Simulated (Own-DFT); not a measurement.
# Response to strain: wurtzite AlN, 128 atoms (Al64N64)

These are calculations, not measurements. They come from Own-DFT, an in-house plane-wave density functional program, since retired, whose code no person has reviewed. Each row is one single-point run on a periodic cell that was not relaxed, without spin or spin-orbit coupling.

Settings of every run: PBE; PseudoDojo norm-conserving scalar-relativistic files; cutoff 42 hartree; 3 x 3 x 3 k mesh centred on Gamma; Gaussian smearing of 0.01 eV.

Known limits: k mesh not checked against a denser one; stress not checked against mesh or cutoff.

Unstrained cell vectors in Å: (12.448, 0.000, 0.000); (-6.224, 10.780, 0.000); (0.000, 0.000, 9.964). The unstrained cell has measured lattice constants (interpolated for alloys), not those of this functional. That, the random moves and any unrelaxed bonds set the pressure at no strain. Each run strains this cell uniformly, with the atoms carried along. Every atom was also moved at random, by a Gaussian of width 0.05 Å on each axis. Strain is the symmetric tensor, in per cent. Stress is positive in tension, and the pressure is minus a third of its trace.

```
run  e_xx (%)  e_yy (%)  e_zz (%)  s_xx (GPa)  s_yy (GPa)  s_zz (GPa)  P (GPa)  E (meV/atom)
  1      0.00      0.00      0.50       -5.57       -5.53       -2.49     4.53          10.3
  2      0.00      0.00      0.50       -4.69       -4.79       -4.13     4.54          10.2
  3      0.00      0.00     -1.75       -7.34       -8.25      -11.91     9.17          26.5
  4      0.00      0.00     -1.50       -6.15       -5.77      -15.53     9.15          33.4
  5      0.00      0.00     -0.25       -5.94       -7.44       -6.94     6.77          37.5
  6      0.00      0.00      1.25       -5.39       -3.84        0.17     3.02          10.1
  7      0.00      0.00      1.75       -3.11       -4.08        1.57     1.87           2.3
  8      0.00      0.00     -0.25       -5.97       -5.39       -5.85     5.73           0.0
  9      0.00      0.00     -1.50       -6.72       -7.57      -11.86     8.72          20.3
 10      0.00      0.00      1.25       -5.87       -3.24       -0.73     3.28          18.5
 11      0.00      0.00     -1.75       -5.37       -6.88      -16.01     9.42          26.6
 12      0.00      0.00      1.50           ?           ?           ?        ?             ?
```

E is the free energy for each atom above the lowest run shown.

## Worked fit

The change of volume is close to e_xx + e_yy + e_zz. A straight line through the runs shown gives P = 5.68 - 211 x (fractional change of volume) GPa, with an error of 7 on the slope and a scatter of 0.30 GPa. The strain isn't the same on all axes and the cell isn't cubic, so the slope belongs to this path and is not the bulk modulus.

## Withheld run

Question: what pressure should run 12 give? Its volume changes by 1.50 %.

The line gives 2.5 GPa. The calculation gave 2.66 GPa.
